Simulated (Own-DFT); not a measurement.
Hf$_{36}$O$_{71}$ (tetragonal hafnia with one neutral oxygen vacancy, atoms displaced) (calculated)

All values are calculated (Own-DFT development build). A calculation, not a measurement: plane-wave PBE and HSE06 DFT by an unreviewed code, no spin, of a simulated cell at Gamma alone, so results move with cell size and shape, stress positive in tension, energies less offsets, not probed for a lower state with spin; hafnium file: forces about 75 meV/angstrom off all-electron values; oxygen file: force components 24 meV/angstrom off all-electron in a glass; k mesh not checked against a denser one; forces and stress are PBE's, HSE06 gives the energy alone, and its difference from PBE has offsets of its own; offsets are fitted by least squares, one for each functional and potential file, so energies compare only between cells with the same atoms and settings and are not formation energies; the far tail of each file's local potential was reset to the Coulomb form; each entry is a single point on an unrelaxed cell, so the pressure reflects the starting lattice, taken from the Materials Project, from which strain is counted, and rises with the displacements; printed positions are rounded, which can move forces by about a meV/angstrom; the program is a retired in-house code; no spin-orbit coupling.

Settings shared by all entries: first functional PBE; second functional HSE06; exact exchange share 0.25; screening 0.11 1/bohr; exchange divergence Gygi-Baldereschi; potential files PseudoDojo norm-conserving, scalar-relativistic, made for PBE, standard set; wave cutoff 48 hartree; occupations fixed; k mesh 1 x 1 x 1 centred on Gamma.

(1) 
```cif
# cell vector a (Å): 10.7800 0.0000 0.0000
# cell vector b (Å): 0.0000 10.7800 0.0000
# cell vector c (Å): 0.0000 0.0000 10.4493
data_Hf36O71
_symmetry_space_group_name_H-M 'P 1'
_symmetry_Int_Tables_number 1
_cell_length_a 10.7800
_cell_length_b 10.7800
_cell_length_c 10.4493
_cell_angle_alpha 90.000
_cell_angle_beta 90.000
_cell_angle_gamma 90.000
_cell_volume 1214.30
loop_
_atom_site_label
_atom_site_type_symbol
_atom_site_fract_x
_atom_site_fract_y
_atom_site_fract_z
_atom_site_occupancy
Hf1 Hf 0.00430 0.99783 0.99423 1
Hf2 Hf 0.16736 0.16146 0.25094 1
O1 O 0.99596 0.16991 0.14688 1
O2 O 0.17763 0.99817 0.34616 1
O3 O 0.00246 0.16796 0.40861 1
O4 O 0.16705 0.00408 0.09548 1
Hf3 Hf 0.00119 0.00477 0.50625 1
Hf4 Hf 0.16285 0.16769 0.74600 1
O5 O 0.00153 0.17231 0.65438 1
O6 O 0.16511 0.00789 0.85264 1
O7 O 0.00710 0.17008 0.90233 1
O8 O 0.16535 0.99971 0.59352 1
Hf5 Hf 0.99894 0.34097 0.00067 1
Hf6 Hf 0.16352 0.50179 0.24690 1
O9 O 0.99440 0.49991 0.15001 1
O10 O 0.16473 0.33706 0.34933 1
O11 O 0.99742 0.50415 0.40185 1
O12 O 0.16560 0.33442 0.09664 1
Hf7 Hf 0.00403 0.34758 0.50032 1
Hf8 Hf 0.16882 0.50312 0.75922 1
O13 O 0.00173 0.50662 0.65743 1
O14 O 0.16517 0.33423 0.83995 1
O15 O 0.99581 0.50186 0.90429 1
O16 O 0.17503 0.32305 0.61019 1
Hf9 Hf 0.00471 0.66860 0.00347 1
Hf10 Hf 0.16700 0.83635 0.25094 1
O17 O 0.99645 0.84071 0.15974 1
O18 O 0.15847 0.67266 0.34821 1
O19 O 0.00400 0.83140 0.40418 1
O20 O 0.16145 0.65850 0.08147 1
Hf11 Hf 0.00183 0.66826 0.49638 1
Hf12 Hf 0.16760 0.82488 0.74926 1
O21 O 0.00707 0.83250 0.65017 1
O22 O 0.16422 0.66187 0.85221 1
O23 O 0.00103 0.82993 0.89578 1
O24 O 0.16555 0.66744 0.59990 1
Hf13 Hf 0.33835 0.00633 0.00059 1
Hf14 Hf 0.50447 0.17168 0.25080 1
O25 O 0.33944 0.16578 0.15236 1
O26 O 0.50144 0.00333 0.34981 1
O27 O 0.32930 0.16898 0.39726 1
O28 O 0.50144 0.00139 0.10063 1
Hf15 Hf 0.33516 0.00123 0.50254 1
Hf16 Hf 0.50579 0.16977 0.75141 1
O29 O 0.33000 0.16872 0.65019 1
O30 O 0.49940 0.99990 0.85179 1
O31 O 0.33640 0.17224 0.89820 1
O32 O 0.49988 0.00199 0.59188 1
Hf17 Hf 0.32994 0.33332 0.00056 1
Hf18 Hf 0.49915 0.50185 0.25127 1
O33 O 0.33428 0.49994 0.14765 1
O34 O 0.49714 0.33032 0.34513 1
O35 O 0.33572 0.49771 0.40085 1
O36 O 0.51471 0.33354 0.09748 1
Hf19 Hf 0.33488 0.33773 0.49693 1
Hf20 Hf 0.49585 0.50563 0.76198 1
O37 O 0.34606 0.50729 0.65775 1
O38 O 0.50235 0.33430 0.84502 1
O39 O 0.33812 0.50098 0.89320 1
O40 O 0.49992 0.33076 0.59815 1
Hf21 Hf 0.33102 0.66569 0.99948 1
Hf22 Hf 0.49882 0.83276 0.25476 1
O41 O 0.33079 0.83673 0.15194 1
O42 O 0.50174 0.66433 0.34222 1
O43 O 0.33331 0.82900 0.41747 1
O44 O 0.50109 0.66980 0.09979 1
Hf23 Hf 0.32906 0.67183 0.50641 1
Hf24 Hf 0.49247 0.84083 0.74039 1
O45 O 0.33696 0.83229 0.64695 1
O46 O 0.50077 0.66934 0.84635 1
O47 O 0.33340 0.83196 0.90440 1
O48 O 0.49428 0.67083 0.60044 1
Hf25 Hf 0.66180 0.99986 0.00339 1
Hf26 Hf 0.83498 0.16192 0.25302 1
O49 O 0.66932 0.16397 0.14820 1
O50 O 0.83617 0.00342 0.34576 1
O51 O 0.66742 0.16365 0.40166 1
O52 O 0.83520 0.00122 0.10531 1
Hf27 Hf 0.67040 0.00336 0.51115 1
Hf28 Hf 0.83718 0.16788 0.75438 1
O53 O 0.66287 0.16454 0.65352 1
O54 O 0.83855 0.99509 0.84829 1
O55 O 0.66823 0.16996 0.90213 1
O56 O 0.83702 0.99898 0.59516 1
Hf29 Hf 0.67234 0.33520 0.99695 1
Hf30 Hf 0.83719 0.49911 0.25161 1
O57 O 0.67186 0.49644 0.15523 1
O58 O 0.83844 0.32786 0.34625 1
O59 O 0.67006 0.50073 0.40340 1
O60 O 0.83504 0.33423 0.09608 1
Hf31 Hf 0.67338 0.32846 0.50240 1
Hf32 Hf 0.82891 0.50809 0.76094 1
O61 O 0.66918 0.49969 0.64884 1
O62 O 0.83891 0.33233 0.84648 1
O63 O 0.66888 0.49333 0.90154 1
O64 O 0.82815 0.32849 0.59294 1
Hf33 Hf 0.66465 0.66021 0.00586 1
Hf34 Hf 0.83454 0.83138 0.24799 1
O65 O 0.83608 0.67098 0.34862 1
O66 O 0.66928 0.83052 0.40924 1
O67 O 0.82554 0.66442 0.10057 1
Hf35 Hf 0.66584 0.66318 0.49970 1
Hf36 Hf 0.83556 0.82942 0.75286 1
O68 O 0.67346 0.83132 0.65890 1
O69 O 0.83635 0.66583 0.84378 1
O70 O 0.65917 0.82680 0.90603 1
O71 O 0.83017 0.66864 0.59935 1
_calc_PBE_energy_of_cell_above_offsets '-97.631'  # eV
_calc_HSE06_less_PBE_above_offsets '0.012'  # eV
_calc_PBE_pressure 2.24  # GPa
_calc_PBE_stress_xx -1.86  # GPa
_calc_PBE_stress_yy -2.06  # GPa
_calc_PBE_stress_zz -2.8  # GPa
_calc_PBE_stress_yz 0.52  # GPa
_calc_PBE_stress_xz -0.65  # GPa
_calc_PBE_stress_xy 0  # GPa
```

Force:
| element | x (eV/Å) | y (eV/Å) | z (eV/Å) |
| --- | --- | --- | --- |
| Hf | -0.786 | 1.382 | 0.407 |
| Hf | -0.239 | 0.689 | -0.192 |
| O | 1.163 | -0.202 | 1.034 |
| O | -0.369 | -0.177 | -0.126 |
| O | 0.625 | 0.254 | -0.341 |
| O | 0.209 | -0.055 | 0.522 |
| Hf | -0.307 | -0.56 | -1.275 |
| Hf | 1.135 | 0.204 | 0.378 |
| O | -1.161 | -0.57 | -0.3 |
| O | 0.238 | -2.102 | -0.753 |
| O | -0.788 | -0.207 | 0.087 |
| O | 0.695 | -0.048 | 0.805 |
| Hf | -0.515 | -2.137 | -0.08 |
| Hf | 0.678 | -0.699 | 0.502 |
| O | 1.543 | 0.318 | 0.177 |
| O | -0.437 | 0.434 | -0.384 |
| O | 0.279 | -0.039 | -0.626 |
| O | 0.401 | 0.416 | 0.168 |
| Hf | 0.02 | -2.545 | 1.109 |
| Hf | 0.332 | -1.674 | -2.225 |
| O | -0.121 | -0.802 | -0.444 |
| O | 0.234 | 0.781 | 1.876 |
| O | 0.435 | 0.789 | 0.068 |
| O | -1.106 | 1.919 | -2.37 |
| Hf | -3.448 | -0.047 | -1.439 |
| Hf | -0.491 | 0.823 | 0.398 |
| O | 1.828 | -0.945 | -1.469 |
| O | 0.7 | -1.508 | -0.881 |
| O | -0.034 | 1.39 | 0.094 |
| O | 1.919 | 0.09 | 2.892 |
| Hf | -1.374 | 1.089 | 1.086 |
| Hf | -0.373 | 1.638 | 0.275 |
| O | -0.756 | -0.072 | 0.521 |
| O | 0.269 | 1.228 | -0.096 |
| O | 0.557 | -0.172 | 0.863 |
| O | 0.419 | -0.013 | 0.518 |
| Hf | -0.549 | -0.015 | -0.419 |
| Hf | 0.56 | -0.967 | -0.247 |
| O | -0.986 | 0.374 | -0.587 |
| O | -0.513 | -0.828 | -0.311 |
| O | -0.142 | -0.031 | 0.509 |
| O | -0.218 | -0.708 | -0.039 |
| Hf | -0.567 | 1.617 | -0.935 |
| Hf | -2.049 | 0.832 | -0.058 |
| O | 1.354 | -1.233 | 0.275 |
| O | -0.11 | 0.301 | -0.478 |
| O | -0.036 | -0.279 | 0.953 |
| O | 0.215 | -0.624 | 1.57 |
| Hf | 1.457 | -0.452 | -0.25 |
| Hf | 0.914 | -1.074 | -0.233 |
| O | -0.563 | 0.196 | 0.159 |
| O | 0.076 | 1.248 | 0.306 |
| O | -0.485 | 1.565 | -0.284 |
| O | -2.546 | 0.182 | -0.156 |
| Hf | 0.534 | -1.66 | 1.195 |
| Hf | 1.785 | -0.821 | -2.035 |
| O | -2.979 | -0.212 | -0.919 |
| O | -0.086 | -0.058 | 0.595 |
| O | -0.673 | -0.147 | 1.732 |
| O | 0.284 | -0.306 | -0.608 |
| Hf | 1.848 | 0.462 | -0.483 |
| Hf | 1.128 | 0.777 | -0.21 |
| O | -0.027 | -0.644 | 0.506 |
| O | -0.165 | 0.575 | 0.712 |
| O | 0.052 | 1.11 | -2.081 |
| O | -0.614 | -0.081 | -0.1 |
| Hf | 1.215 | -2.181 | 0.049 |
| Hf | 2.705 | -1.297 | 1.793 |
| O | -2.098 | 0.377 | 0.697 |
| O | -0.34 | 0.509 | 0.64 |
| O | -0.391 | 0.209 | -0.384 |
| O | 1.214 | 0.467 | -0.683 |
| Hf | 1.345 | -0.261 | 0.083 |
| Hf | -0.183 | 0.063 | -1.248 |
| O | 0.028 | -0.071 | 0.57 |
| O | 0.106 | -1.501 | 0.893 |
| O | 0.069 | 0.284 | 0.328 |
| O | -0.486 | -0.788 | -1.489 |
| Hf | -0.073 | -0.8 | -2.135 |
| Hf | -0.017 | -0.19 | -0.061 |
| O | 1.7 | -0.429 | -0.26 |
| O | -0.109 | 0.821 | -0.02 |
| O | 0.101 | -0.879 | -0.513 |
| O | 0.01 | 0.285 | 1.068 |
| Hf | -0.03 | -1.323 | 1.074 |
| Hf | -1.881 | -0.159 | 0.491 |
| O | -0.733 | 0.487 | -0.035 |
| O | 0.037 | 1.338 | 0.273 |
| O | -0.038 | -0.783 | -0.359 |
| O | 0.087 | 0.436 | -0.04 |
| Hf | -2.012 | 1.03 | -0.556 |
| Hf | -0.091 | -1.757 | -2.709 |
| O | -0.397 | 0.295 | 1.029 |
| O | 0.029 | 0.337 | 0.019 |
| O | 0.321 | 1.768 | -0.267 |
| O | 2.307 | -0.099 | 0.785 |
| Hf | -0.51 | 1.148 | -0.573 |
| Hf | -1.871 | 1.174 | 0.855 |
| O | 0.229 | -1.013 | -0.119 |
| O | -0.392 | 0.903 | -0.438 |
| O | 1.707 | 0.816 | -0.13 |
| Hf | -0.06 | 0.018 | 0.886 |
| Hf | 0.094 | 0.378 | -0.81 |
| O | -1.579 | 0.817 | -0.134 |
| O | -0.203 | 0.975 | 1.74 |
| O | 0.885 | 0.671 | 1.146 |
| O | 1.015 | -0.043 | -0.324 |

(2) 
```cif
# cell vector a (Å): 10.7800 0.0000 0.0000
# cell vector b (Å): 0.0000 10.7800 0.0000
# cell vector c (Å): 0.0000 0.0000 10.4493
data_Hf36O71
_symmetry_space_group_name_H-M 'P 1'
_symmetry_Int_Tables_number 1
_cell_length_a 10.7800
_cell_length_b 10.7800
_cell_length_c 10.4493
_cell_angle_alpha 90.000
_cell_angle_beta 90.000
_cell_angle_gamma 90.000
_cell_volume 1214.30
loop_
_atom_site_label
_atom_site_type_symbol
_atom_site_fract_x
_atom_site_fract_y
_atom_site_fract_z
_atom_site_occupancy
Hf1 Hf 0.00271 0.99629 0.99939 1
Hf2 Hf 0.17069 0.16583 0.25243 1
O1 O 0.99953 0.16744 0.15370 1
O2 O 0.16940 0.99452 0.33634 1
O3 O 0.99884 0.17138 0.40697 1
O4 O 0.16166 0.00558 0.09734 1
Hf3 Hf 0.99901 0.99970 0.50491 1
Hf4 Hf 0.16344 0.16632 0.75123 1
O5 O 0.00449 0.16503 0.65252 1
O6 O 0.16676 0.99768 0.84823 1
O7 O 0.00378 0.16846 0.90330 1
O8 O 0.16603 0.00329 0.59637 1
Hf5 Hf 0.99994 0.33523 0.99970 1
Hf6 Hf 0.16025 0.49839 0.25323 1
O9 O 0.00313 0.49587 0.15346 1
O10 O 0.16763 0.33079 0.34509 1
O11 O 0.00158 0.50266 0.39851 1
O12 O 0.16724 0.33179 0.09681 1
Hf7 Hf 0.00149 0.32767 0.50342 1
Hf8 Hf 0.16814 0.49598 0.75252 1
O13 O 0.00043 0.50235 0.64716 1
O14 O 0.16631 0.33485 0.84964 1
O15 O 0.00295 0.50423 0.90082 1
O16 O 0.17124 0.32880 0.59187 1
Hf9 Hf 0.00167 0.66435 0.00369 1
Hf10 Hf 0.16277 0.83215 0.24521 1
O17 O 0.16571 0.66763 0.34507 1
O18 O 0.99869 0.83378 0.40022 1
O19 O 0.16705 0.67256 0.09568 1
Hf11 Hf 0.00087 0.66792 0.49800 1
Hf12 Hf 0.16683 0.83582 0.75258 1
O20 O 0.00016 0.83368 0.65286 1
O21 O 0.16069 0.66627 0.84533 1
O22 O 0.99916 0.82878 0.90244 1
O23 O 0.17044 0.66780 0.59420 1
Hf13 Hf 0.33094 0.99682 0.00184 1
Hf14 Hf 0.49711 0.17137 0.24421 1
O24 O 0.33298 0.16637 0.14717 1
O25 O 0.49942 0.99733 0.34756 1
O26 O 0.32876 0.16812 0.40281 1
O27 O 0.50596 0.99814 0.09392 1
Hf15 Hf 0.33465 0.99990 0.49900 1
Hf16 Hf 0.50237 0.16626 0.75350 1
O28 O 0.33500 0.16365 0.65031 1
O29 O 0.50381 0.00165 0.85186 1
O30 O 0.32971 0.16480 0.89947 1
O31 O 0.50041 0.00095 0.60127 1
Hf17 Hf 0.33506 0.33320 0.99526 1
Hf18 Hf 0.49873 0.50017 0.24882 1
O32 O 0.32948 0.49994 0.15286 1
O33 O 0.50004 0.33046 0.35078 1
O34 O 0.32774 0.50347 0.40981 1
O35 O 0.49647 0.33329 0.09551 1
Hf19 Hf 0.33107 0.33124 0.49691 1
Hf20 Hf 0.50039 0.49946 0.75209 1
O36 O 0.33022 0.49739 0.64641 1
O37 O 0.49583 0.32897 0.84734 1
O38 O 0.33351 0.50231 0.90453 1
O39 O 0.50185 0.32968 0.59603 1
Hf21 Hf 0.33321 0.66505 0.99967 1
Hf22 Hf 0.50723 0.83583 0.25335 1
O40 O 0.32986 0.83942 0.15581 1
O41 O 0.49634 0.66607 0.34910 1
O42 O 0.33116 0.83662 0.40088 1
O43 O 0.49426 0.66981 0.09915 1
Hf23 Hf 0.33580 0.66848 0.50322 1
Hf24 Hf 0.49828 0.83088 0.75197 1
O44 O 0.33550 0.83489 0.65436 1
O45 O 0.50269 0.66691 0.85296 1
O46 O 0.33165 0.82840 0.90042 1
O47 O 0.50495 0.66638 0.60098 1
Hf25 Hf 0.66595 0.00172 0.99792 1
Hf26 Hf 0.82925 0.16905 0.25077 1
O48 O 0.66239 0.17032 0.15203 1
O49 O 0.83558 0.99732 0.34690 1
O50 O 0.66883 0.16834 0.39918 1
O51 O 0.83622 0.99767 0.09875 1
Hf27 Hf 0.66783 0.00036 0.50005 1
Hf28 Hf 0.83340 0.16532 0.75208 1
O52 O 0.67020 0.16433 0.65697 1
O53 O 0.83501 0.00382 0.85136 1
O54 O 0.66117 0.16545 0.90066 1
O55 O 0.83518 0.00073 0.59868 1
Hf29 Hf 0.66538 0.33396 0.00384 1
Hf30 Hf 0.83340 0.50132 0.24652 1
O56 O 0.67255 0.49706 0.15444 1
O57 O 0.83787 0.33625 0.34771 1
O58 O 0.66978 0.49986 0.40234 1
O59 O 0.83331 0.33340 0.10201 1
Hf31 Hf 0.66465 0.33313 0.50293 1
Hf32 Hf 0.83451 0.49900 0.75453 1
O60 O 0.66709 0.49766 0.65405 1
O61 O 0.83275 0.33299 0.84370 1
O62 O 0.66467 0.50047 0.89857 1
O63 O 0.83679 0.33301 0.59693 1
Hf33 Hf 0.66500 0.66979 0.00248 1
Hf34 Hf 0.83451 0.83731 0.25462 1
O64 O 0.66631 0.83370 0.15517 1
O65 O 0.83085 0.66565 0.34532 1
O66 O 0.66817 0.83537 0.40177 1
O67 O 0.83300 0.65968 0.09892 1
Hf35 Hf 0.66530 0.67279 0.50069 1
Hf36 Hf 0.83527 0.83529 0.75549 1
O68 O 0.66706 0.83770 0.65346 1
O69 O 0.83144 0.66521 0.84912 1
O70 O 0.66340 0.83688 0.90886 1
O71 O 0.83184 0.66813 0.59558 1
_calc_PBE_energy_of_cell_above_offsets '-100.891'  # eV
_calc_HSE06_less_PBE_above_offsets '-0.124'  # eV
_calc_PBE_pressure 0.86  # GPa
_calc_PBE_stress_xx -0.21  # GPa
_calc_PBE_stress_yy -0.8  # GPa
_calc_PBE_stress_zz -1.57  # GPa
_calc_PBE_stress_yz -0.62  # GPa
_calc_PBE_stress_xz -0.01  # GPa
_calc_PBE_stress_xy -0.07  # GPa
```

Force:
| element | x (eV/Å) | y (eV/Å) | z (eV/Å) |
| --- | --- | --- | --- |
| Hf | -0.82 | 0.714 | 0.473 |
| Hf | -1.108 | -0.18 | -0.873 |
| O | -0.232 | 0.193 | 0.453 |
| O | -0.295 | 1.201 | 1.198 |
| O | 0.135 | -1.924 | -0.385 |
| O | 0.748 | -0.623 | -0.468 |
| Hf | 0.309 | 0.038 | -0.961 |
| Hf | 1.55 | -0.048 | -0.115 |
| O | -1.117 | 0.11 | 0.162 |
| O | -0.122 | 0.23 | 0.172 |
| O | -0.056 | -0.085 | -0.195 |
| O | 0.161 | -0.382 | -0.041 |
| Hf | 0.529 | -0.522 | 0.761 |
| Hf | 0.905 | 0.142 | 0.545 |
| O | -0.57 | 0.234 | -1.006 |
| O | 0.116 | 0.446 | 0.311 |
| O | 0.267 | -0.462 | 0.426 |
| O | 0.096 | 0.018 | -0.451 |
| Hf | -0.448 | 1.903 | -0.612 |
| Hf | -0.564 | 1.281 | -1.167 |
| O | 0.345 | -0.21 | 0.991 |
| O | 0.083 | -0.25 | -0.328 |
| O | -0.45 | -1.205 | 0.118 |
| O | -0.98 | -0.013 | 1.13 |
| Hf | -0.252 | 0.386 | -0.239 |
| Hf | -0.073 | -0.628 | 0.245 |
| O | -0.127 | 0.207 | -0.139 |
| O | -0.103 | 0.316 | -0.041 |
| O | -0.289 | 0.109 | 0.061 |
| Hf | 0.174 | -0.845 | 0.105 |
| Hf | 0.159 | -1.226 | -0.695 |
| O | -0.106 | 0.276 | 0.199 |
| O | 0.504 | -0.11 | -0.086 |
| O | -0.184 | 0.598 | 0.461 |
| O | -0.564 | 0.356 | 0.182 |
| Hf | 0.453 | 0.047 | 0.101 |
| Hf | 0.058 | -0.866 | 0.872 |
| O | 0.354 | -0.242 | 0.239 |
| O | 0.148 | 1.436 | 0.041 |
| O | 0.157 | -0.895 | -0.79 |
| O | -1.309 | 0.149 | 0.61 |
| Hf | 0.137 | -0.02 | 0.214 |
| Hf | -0.72 | -0.767 | -0.989 |
| O | -0.255 | 0.152 | 0.578 |
| O | -0.515 | -0.768 | -0.439 |
| O | 0.061 | -0.09 | 0.421 |
| O | 0.329 | -0.053 | -0.654 |
| Hf | -1.266 | -0.476 | 0.396 |
| Hf | -0.171 | 0.254 | 0.639 |
| O | 0.569 | 0.005 | 0.269 |
| O | -0.205 | 0.68 | -0.856 |
| O | 0.464 | -0.65 | -0.952 |
| O | 0.621 | 0.218 | 0.476 |
| Hf | 0.787 | 0.729 | 0.507 |
| Hf | 0.2 | -0.056 | -0.706 |
| O | 0.901 | 0.122 | 1.519 |
| O | -0.02 | 1.222 | 0.299 |
| O | 0.09 | -0.395 | -0.722 |
| O | -0.409 | 0.125 | 0.397 |
| Hf | -0.312 | 0.363 | 0.533 |
| Hf | -1.82 | -0.438 | -0.395 |
| O | 0.873 | 0.283 | -0.6 |
| O | 0.448 | 0.019 | -0.151 |
| O | 0.327 | -0.672 | 0.839 |
| O | 1.09 | -0.444 | 0.206 |
| Hf | -0.413 | 0.21 | -0.671 |
| Hf | 0.423 | 0.812 | 0.003 |
| O | -0.274 | -0.008 | -0.052 |
| O | -0.097 | -0.227 | -0.425 |
| O | 0.082 | 0.771 | 0.182 |
| O | -0.765 | 0.096 | 0.432 |
| Hf | 0.382 | 0.083 | 0.44 |
| Hf | 1.096 | 0.366 | 0.103 |
| O | 0.532 | 0.099 | -0.313 |
| O | -0.23 | 1.146 | 0.57 |
| O | 0.103 | -0.521 | 0.483 |
| O | -0.312 | -0.271 | -0.035 |
| Hf | -0.523 | 0.502 | 0.447 |
| Hf | 0.357 | 0.449 | -0.493 |
| O | -0.23 | 0.049 | -0.538 |
| O | 0.006 | -0.664 | -0.256 |
| O | 0.586 | 0.971 | 0.447 |
| O | -0.223 | 0.044 | 0.156 |
| Hf | 0.523 | 0.031 | -0.504 |
| Hf | 0.767 | -0.101 | 1.528 |
| O | -2.34 | -0.023 | -0.798 |
| O | -0.213 | -0.548 | -0.238 |
| O | -0.576 | 0.141 | 0.327 |
| O | -0.275 | -0.161 | -0.987 |
| Hf | 0.892 | 0.721 | -0.437 |
| Hf | 0.028 | 0.503 | -1.451 |
| O | -0.11 | -0.168 | 0.247 |
| O | 0.033 | -0.197 | 0.991 |
| O | -0.169 | -0.381 | 0.992 |
| O | -0.545 | -0.319 | 0.267 |
| Hf | 0.137 | -0.26 | -0.12 |
| Hf | 0.764 | -0.89 | -0.965 |
| O | 0.715 | -0.454 | -0.175 |
| O | 0.063 | 0.697 | 0.07 |
| O | -0.307 | 0.084 | 0.057 |
| O | 0.148 | 0.517 | -0.414 |
| Hf | 1.009 | -1.438 | -0.172 |
| Hf | -0.144 | -0.664 | -0.636 |
| O | 0.167 | -0.113 | 0.319 |
| O | -0.291 | 0.641 | -0.007 |
| O | 0.476 | -0.799 | -0.628 |
| O | 0.062 | 0.251 | 0.155 |
